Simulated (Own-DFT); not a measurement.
AlGa3N4 (wurtzite random alloy, atoms displaced) (calculated)

Computed with Own-DFT development build. A calculation, not a measurement: plane-wave PBE density functional theory by an unreviewed code, no spin, of a simulated periodic cell, stress positive in tension, free energy of the whole cell less one offset for each atom, forces on such cells passed a denser k mesh, this cell's mesh not checked; offsets are fitted by least squares, one for each functional and potential file, so energies compare only between cells with the same atoms and settings and are not formation energies; the far tail of each file's local potential was reset to the Coulomb form; each entry is a single point on an unrelaxed cell, so the pressure reflects the starting lattice, mostly measured values, from which strain is counted, and rises with the displacements; printed positions are rounded, which can move forces by about a meV/angstrom; the program is a retired in-house code; no spin-orbit coupling.

Settings shared by all entries: functional PBE; potential files PseudoDojo norm-conserving, scalar-relativistic, standard set with the stringent files for Ga; wave cutoff 96 hartree; occupations Gaussian; smearing width 0.01 eV; k mesh 4 x 4 x 3 centred on Gamma.

(1) AlGa3N4 (wurtzite random alloy, atoms displaced)

```xyz
72
Lattice="9.5092 0.0000 0.0000 -4.7546 8.2353 0.0000 0.0000 0.0000 10.2685" Properties=species:S:1:pos:R:3 AlGa3N4
Ga     0.1040     1.9643    10.2418
Ga     1.6456     0.9341     2.5822
N     -0.0081     1.7877     1.8990
N      1.7517     0.9053     4.3386
Ga    -0.0337     1.8720     5.2901
Al     1.5838     0.8066     7.7222
N      0.0327     1.7780     7.1072
N      1.5762     0.9585     9.8046
Ga    -1.6540     4.5355    10.2654
Al    -0.0612     3.5998     2.5046
N     -1.5723     4.5247     1.9727
N      0.0471     3.4990     4.5117
Ga    -1.5911     4.6636     5.1421
Ga     0.0681     3.5784     7.6494
N     -1.6260     4.4159     7.0132
N      0.0789     3.6930     9.6517
Ga    -3.3063     7.4033    10.2621
Ga    -1.4901     6.2798     2.5696
N     -3.0187     7.2836     2.0766
N     -1.6715     6.1567     4.5291
Ga    -3.0915     7.3329     4.9837
Al    -1.6505     6.4376     7.6477
N     -3.1484     7.3320     7.0411
N     -1.5894     6.2824     9.5073
Ga     3.1413     1.9318    10.2661
Ga     4.8862     0.9453     2.6783
N      3.1800     1.8871     2.0075
N      4.7813     0.9529     4.5407
Ga     3.0686     1.8154     5.1844
Ga     4.8615     0.8510     7.6833
N      3.3764     1.8723     7.1499
N      4.6791     0.8695     9.7319
Ga     1.6343     4.7297    10.2605
Ga     3.2507     3.6369     2.5866
N      1.5903     4.5705     1.9418
N      3.2557     3.6134     4.4218
Ga     1.6370     4.5067     5.0157
Ga     3.1596     3.7277     7.5580
N      1.5541     4.5167     7.2350
N      3.0811     3.6391     9.6267
Ga     0.0855     7.3740    10.0881
Ga     1.6063     6.3992     2.5395
N      0.0391     7.3806     1.9918
N      1.5559     6.4342     4.4395
Ga    -0.0391     7.2512     5.1743
Al     1.4823     6.4832     7.6565
N      0.0068     7.1850     7.1687
N      1.6302     6.4801     9.5107
Ga     6.3389     1.8866    10.1279
Ga     7.8537     0.9551     2.6004
N      6.3656     1.8380     1.8745
N      7.9140     0.9557     4.4909
Ga     6.1556     1.8517     5.2411
Al     7.9123     0.9195     7.6611
N      6.3625     1.7868     7.0886
N      7.8813     0.8775     9.5849
Ga     4.9404     4.5350     0.1358
Ga     6.2111     3.5243     2.6717
N      4.7414     4.5802     1.9059
N      6.4049     3.5898     4.6514
Ga     4.7405     4.4828     5.1496
Al     6.2593     3.7180     7.6715
N      4.7842     4.5317     7.1125
N      6.4783     3.7096     9.6332
Al     3.2699     7.3726     0.1318
Ga     4.7075     6.4009     2.5852
N      3.1641     7.1840     1.8482
N      4.6230     6.4492     4.5375
Al     3.0591     7.2835     5.0883
Al     4.7434     6.3401     7.7079
N      3.1743     7.3268     6.9704
N      4.7223     6.3090     9.6432
```

| Property | Result |
| --- | --- |
| free energy of cell above offsets | -3.173 eV |
| pressure | 9.2 GPa |
| stress xx | -7.59 GPa |
| stress yy | -10.79 GPa |
| stress zz | -9.23 GPa |
| stress yz | 1.59 GPa |
| stress xz | -0.82 GPa |
| stress xy | 0.25 GPa |

Force:
```tsv
element	x (eV/Å)	y (eV/Å)	z (eV/Å)
Ga	-2.188	-1.073	0.785
Ga	-0.627	-0.099	-3.226
N	-0.132	0.435	0.712
N	-2.156	-0.784	4.419
Ga	-0.273	-2.297	-2.695
Al	0.782	1.756	0.856
N	0.476	-1.608	1.567
N	0.49	-0.909	-3.338
Ga	4.656	1.953	1.183
Al	1.483	-0.307	0.604
N	-0.685	-1.293	-0.16
N	-0.077	3.035	-1.555
Ga	1.139	-9.033	2.897
Ga	-2.189	0.872	1.754
N	0.037	1.738	1.398
N	-0.981	1.106	-0.596
Ga	2.251	-2.031	1.166
Ga	0.269	1.453	-0.565
N	-2.28	0.023	-1.454
N	1.218	9.021	-2.737
Ga	-2.076	-0.216	0.671
Al	0.56	-2.242	0.772
N	-0.64	-0.477	0.028
N	-0.338	2.114	0.708
Ga	0.695	-1.121	1.257
Ga	-2.122	-0.701	-2.065
N	1.291	-0.994	-1.098
N	-2.202	-2.001	0.708
Ga	2.233	0.34	0.385
Ga	-1.007	-0.055	1.453
N	-3.226	-1.3	-1.163
N	0.745	3.032	-2.024
Ga	-0.219	-1.121	-0.122
Ga	-1.844	0.616	-1.858
N	-0.719	-0.61	0.634
N	-0.862	0.038	2.306
Ga	-0.908	0.588	0.811
Ga	0.315	-1.181	3.096
N	0.638	2.874	-3.211
N	2.077	1.698	-0.65
Ga	-1.629	-2.715	2.473
Ga	-1.15	-0.391	-0.597
N	-0.081	-0.78	-0.736
N	-0.112	-0.914	1.433
Ga	0.03	0.377	-0.666
Al	4.562	-2.748	0.843
N	-2.892	1.897	-2.196
N	1.264	0.542	0.917
Ga	-0.045	-1.466	1.105
Ga	1.835	-0.629	-0.498
N	-0.481	-0.026	-0.374
N	-0.632	-1.232	1.247
Ga	3.495	-0.423	-0.215
Al	0.471	-1.103	0.516
N	0.613	1.229	1.485
N	1.216	-0.012	-0.121
Ga	-2.263	-0.019	-3.244
Ga	1.809	1.882	0.021
N	0.932	-0.189	2.708
N	-1.533	0.986	-1.824
Ga	0.997	1.995	-0.011
Al	2.58	-1.704	0.655
N	-0.365	1.787	-0.686
N	-4.114	-2.189	-2.582
Al	-1.261	-0.262	-4.524
Ga	1.678	0.301	0.484
N	0.282	1.869	2.178
N	1.252	-1.014	-0.135
Al	1.219	1.688	0.446
Al	-0.549	1.066	-0.486
N	-0.519	-0.415	1.146
N	-0.212	1.372	-0.416
```

(2) AlGa3N4 (wurtzite random alloy, atoms displaced)

```xyz
72
Lattice="9.5092 0.0000 0.0000 -4.7546 8.2353 0.0000 0.0000 0.0000 10.2685" Properties=species:S:1:pos:R:3 AlGa3N4
Al     0.0903     1.8158    10.2063
Ga     1.5767     1.0211     2.5517
N      0.0960     1.8029     1.9808
N      1.6042     0.9627     4.5306
Ga     0.0371     1.7913     5.1762
Ga     1.5097     0.8688     7.6788
N     -0.0945     1.9405     6.9903
N      1.5737     0.9615     9.8415
Al    -1.4143     4.6197     0.1074
Ga     0.0471     3.6252     2.5852
N     -1.4977     4.6755     1.8727
N      0.0844     3.7038     4.3810
Al    -1.4541     4.5311     5.2255
Ga     0.1073     3.6848     7.7065
N     -1.5909     4.4446     7.0991
N      0.0706     3.5159     9.7341
Ga    -3.1907     7.2177    10.1808
Ga    -1.6036     6.3498     2.7361
N     -3.1675     7.3836     1.7207
N     -1.4050     6.4191     4.5106
Ga    -3.1579     7.2685     5.0798
Al    -1.5803     6.3831     7.5791
N     -3.0912     7.3743     7.0393
N     -1.5212     6.3763     9.6158
Ga     3.2085     1.7099    10.2427
Al     4.7452     0.9406     2.5488
N      3.1610     1.8272     1.8969
N      4.7692     0.9035     4.5280
Ga     3.2041     1.7854     5.0621
Ga     4.8716     0.8022     7.4808
N      3.2488     1.7647     7.0056
N      4.7494     0.8465     9.7223
Ga     1.6804     4.4812     0.0212
Ga     3.2175     3.5894     2.6964
N      1.5872     4.5498     1.8439
N      3.3178     3.4428     4.4629
Ga     1.5580     4.5094     5.1517
Al     3.1357     3.5553     7.6697
N      1.5638     4.5292     7.1552
N      2.9948     3.7766     9.5731
Al     0.0336     7.4069    10.2636
Ga     1.5109     6.3397     2.5639
N      0.1242     7.3399     2.0021
N      1.6389     6.4968     4.6151
Ga    -0.1136     7.3081     5.1765
Al     1.6112     6.3725     7.7172
N      0.0569     7.2257     7.1986
N      1.6527     6.3631     9.6589
Ga     6.2750     1.8140    10.1974
Ga     7.8818     0.9477     2.3778
N      6.4231     1.8024     2.0225
N      8.0177     0.9209     4.4674
Al     6.4521     1.8373     5.0032
Ga     7.8796     0.8668     7.6262
N      6.4405     1.7568     7.0161
N      7.8808     1.0436     9.5544
Ga     4.8023     4.3831    10.2430
Ga     6.2798     3.6467     2.5321
N      4.6916     4.4992     1.9382
N      6.3925     3.7595     4.5618
Ga     4.7480     4.5349     5.3253
Ga     6.3391     3.7737     7.7701
N      4.5790     4.6524     7.1713
N      6.3762     3.5722     9.6097
Ga     3.1239     7.2978    10.2516
Ga     4.7887     6.3240     2.5983
N      3.1593     7.2922     1.8742
N      4.8963     6.3728     4.5475
Ga     3.1308     7.3032     5.0599
Ga     4.7607     6.4214     7.7030
N      3.2393     7.2693     7.0505
N      4.5601     6.2837     9.5193
```

| Item | Value |
| --- | --- |
| free energy of cell above offsets | -2.435 eV |
| pressure | 9.54 GPa |
| stress xx | -10.9 GPa |
| stress yy | -8.1 GPa |
| stress zz | -9.61 GPa |
| stress yz | -0.94 GPa |
| stress xz | -0.47 GPa |
| stress xy | 0.36 GPa |

Force:
```tsv
element	x (eV/Å)	y (eV/Å)	z (eV/Å)
Al	-2.762	-0.601	1.828
Ga	1.309	-2.74	0.33
N	-3.133	1.326	-2.289
N	0.136	-1.632	-0.742
Ga	-0.324	0.474	-1.933
Ga	0.753	2.016	0.777
N	1.408	-1.591	1.922
N	0.266	-2.338	-3.557
Al	-0.379	-0.625	-2.817
Ga	-0.271	0.239	-2.697
N	-1.068	-1.615	2.028
N	-1.573	-0.358	3.398
Al	-1.079	-0.247	-1.473
Ga	-2.675	-1.433	2.376
N	1.055	3.011	-1.044
N	-1.25	2.836	-1.167
Ga	-0.45	-0.1	-1.075
Ga	0.16	1.629	-4.545
N	0.157	-1.156	4.786
N	-4.492	-3.332	1.609
Ga	1.431	1.903	0.659
Al	0.368	-0.463	2.416
N	-0.09	-2.02	0.011
N	0.261	-0.243	-0.997
Ga	-0.738	2.199	0.158
Al	0.41	-1.005	0.38
N	1.811	-0.206	0.878
N	1.591	0.006	-1.038
Ga	-0.123	-2.039	1.728
Ga	-0.698	1.914	1.643
N	-0.861	0.655	1.226
N	0.36	0.983	-1.916
Ga	-4.904	3.136	1.224
Ga	-1.359	0.693	-3.519
N	0.67	-0.312	3.252
N	-0.896	4.573	2.43
Ga	1.823	1.236	0.202
Al	-0.186	0.387	1.076
N	2.454	1.357	-1.872
N	7.314	-5.25	-2.961
Al	0.298	-3.626	0.9
Ga	2.273	-0.089	0.451
N	-2.912	1.56	-1.396
N	-2.808	-3.13	-1.536
Ga	5.297	2.519	1.228
Al	1.334	-0.37	0.777
N	-0.841	-1.179	-1.604
N	-2.92	0.569	-1.266
Ga	1.216	-0.573	0.849
Ga	4.173	-2.528	2.153
N	-4.547	1.933	-1.589
N	-1.187	0.062	-0.529
Al	-0.668	0.077	1.015
Ga	1.687	-0.201	0.933
N	-2.385	2.048	-1.668
N	1.774	-1.566	1.204
Ga	-2.106	1.956	-0.22
Ga	1.586	0.681	0.874
N	0.913	0.398	-0.549
N	0.918	-1.125	-0.079
Ga	0.573	-0.026	-2.225
Ga	-1.099	-2.11	-1.203
N	1.461	-2.37	-0.207
N	0.786	1.846	1.376
Ga	0.805	0.961	-0.257
Ga	-0.133	1.51	-1.348
N	0.397	-0.271	1.536
N	-2.732	-1.228	-0.81
Ga	3.161	1.617	1.168
Ga	0.253	0.737	-0.417
N	-1.855	0.344	-0.46
N	2.864	0.301	2.204
```

(3) AlGa3N4 (wurtzite random alloy, atoms displaced)

```xyz
72
Lattice="9.5092 0.0000 0.0000 -4.7546 8.2353 0.0000 0.0000 0.0000 10.2685" Properties=species:S:1:pos:R:3 AlGa3N4
Ga    -0.0492     1.7768    10.2459
Ga     1.5549     0.9727     2.5187
N     -0.1291     1.8775     2.1722
N      1.5399     0.7079     4.4465
Ga     0.0109     1.9169     5.0895
Ga     1.6459     0.9933     7.6461
N     -0.0320     1.8721     7.1026
N      1.5557     0.9307     9.4580
Ga    -1.4718     4.5399    10.1509
Al    -0.0927     3.6577     2.6037
N     -1.6870     4.5106     1.9096
N      0.0186     3.6448     4.5769
Al    -1.6006     4.5466     5.1192
Ga    -0.0085     3.6009     7.7753
N     -1.5515     4.6082     7.2195
N     -0.0079     3.6233     9.6912
Ga    -3.0695     7.2454     0.0860
Ga    -1.5621     6.4502     2.4878
N     -2.9544     7.2696     1.8217
N     -1.6269     6.3330     4.3767
Ga    -3.0460     7.2803     5.1095
Ga    -1.5671     6.4349     7.9029
N     -3.1056     7.3143     7.0790
N     -1.6604     6.4060     9.4838
Ga     3.2557     1.6926     0.0395
Al     4.6835     0.9156     2.6636
N      3.1737     1.8398     1.9104
N      4.8563     0.8612     4.5184
Ga     3.0721     1.8501     5.2449
Ga     4.8128     0.8860     7.7466
N      3.0924     1.7859     6.9775
N      4.6959     0.9583     9.6667
Al     1.5795     4.4932     0.0745
Al     3.2081     3.7077     2.4795
N      1.4208     4.5656     1.7752
N      3.1645     3.6681     4.5276
Ga     1.5957     4.5796     5.2891
Ga     3.1954     3.5145     7.7684
N      1.5800     4.5994     7.0897
N      3.0845     3.6545     9.5469
Ga     0.0993     7.2483    10.0748
Ga     1.6415     6.3299     2.5270
N     -0.0473     7.3198     1.9724
N      1.6365     6.4172     4.5833
Al     0.0266     7.4016     5.1705
Al     1.5388     6.3873     7.5805
N     -0.0738     7.3513     6.9387
N      1.5812     6.3567     9.5989
Ga     6.1613     1.7333     0.0829
Ga     8.0379     1.0426     2.5049
N      6.3306     1.7861     1.9541
N      7.9700     0.8290     4.4619
Ga     6.3085     1.8822     5.1585
Al     7.9923     0.9085     7.6009
N      6.3285     1.9054     7.0034
N      7.8648     0.7077     9.6511
Ga     4.6795     4.6592    10.1853
Al     6.4434     3.6257     2.5987
N      4.7164     4.6558     2.0003
N      6.2480     3.6629     4.5126
Ga     4.7235     4.5108     5.1175
Ga     6.3288     3.5799     7.7538
N      4.7459     4.4381     6.9368
N      6.4123     3.6234     9.6172
Ga     3.2151     7.1426    10.2002
Ga     4.8199     6.3668     2.6186
N      3.1524     7.3169     1.9107
N      4.7741     6.3496     4.5648
Ga     3.1771     7.2880     5.0800
Ga     4.8689     6.4076     7.6060
N      3.2341     7.3691     7.2998
N      4.8573     6.4439     9.6093
```

| Property | Result |
| --- | --- |
| free energy of cell above offsets | -1.007 eV |
| pressure | 10.38 GPa |
| stress xx | -8.35 GPa |
| stress yy | -8.16 GPa |
| stress zz | -14.62 GPa |
| stress yz | 0.03 GPa |
| stress xz | 1.91 GPa |
| stress xy | -1.16 GPa |

Force:
```tsv
element	x (eV/Å)	y (eV/Å)	z (eV/Å)
Ga	-0.538	-0.883	-0.188
Ga	0.341	-1.172	0.645
N	8.008	3.73	-4.029
N	0.482	4.127	-0.161
Ga	-0.353	-3.433	0.748
Ga	-2.803	-2.392	-0.443
N	0.458	-0.952	-1.025
N	0.754	-0.312	4.188
Ga	-2.979	0.634	1.759
Al	0.445	1.49	-0.033
N	2.284	0.594	-0.194
N	-0.866	2.227	-1.806
Al	-0.257	0.744	1.047
Ga	0.186	1.476	-0.723
N	-0.453	-0.47	-2.271
N	2.41	-0.684	-0.093
Ga	-1.64	1.4	-3.775
Ga	1.683	-2.856	1.516
N	-4.516	2.582	2.633
N	2.273	-0.533	1.894
Ga	-1.383	-1.756	1.346
Ga	-0.158	-0.206	-12.09
N	0.569	0.693	-0.757
N	1.969	-0.503	10.92
Ga	-4.583	2.311	-0.201
Al	1.435	-0.656	-0.751
N	0.356	0.866	1.186
N	-2.049	0.726	-0.323
Ga	0.778	-0.643	-5.155
Ga	-0.254	0.506	-1.737
N	2.749	0.568	3.308
N	1.203	-3.054	-2.505
Al	-0.355	0.483	-4.232
Al	-1.161	-0.439	1.263
N	1.227	-1.228	4.406
N	-1.457	-0.963	-2.014
Ga	0.169	0.208	-2.686
Ga	-0.066	2.102	-2.787
N	0.095	-0.582	2.227
N	0.543	-0.225	3.504
Ga	-1.954	0.814	3.028
Ga	-1.064	1.41	0.754
N	2.199	1.199	-1.397
N	-2.17	-0.746	-0.617
Al	-0.256	-1.918	-2.642
Al	1.241	0.72	0.952
N	1.373	-0.456	3.094
N	0.432	-2.242	-1.426
Ga	4.38	1.602	-0.16
Ga	-8.069	-6.339	2.126
N	-1.365	0.912	1.292
N	-0.475	2.021	0.808
Ga	1.077	-1.083	-1.506
Al	-1.234	0.373	1.725
N	0.841	-2.823	1.771
N	-0.027	2.989	-0.767
Ga	1.469	-1.418	0.822
Al	-2.888	-0.44	-0.278
N	0.67	-2.723	-1.412
N	3.096	-0.061	-1.334
Ga	-0.197	1.05	-0.679
Ga	0.345	2.112	-0.76
N	-0.077	0.888	3.405
N	-1.654	-0.333	1.343
Ga	-0.279	1.408	0.735
Ga	-0.42	2.05	0.035
N	1.356	-0.094	0.109
N	0.403	0.413	-0.408
Ga	1.28	0.542	1.275
Ga	-1.042	-0.95	0.459
N	-1.608	-1.488	-2.524
N	0.073	-0.913	-0.441
```
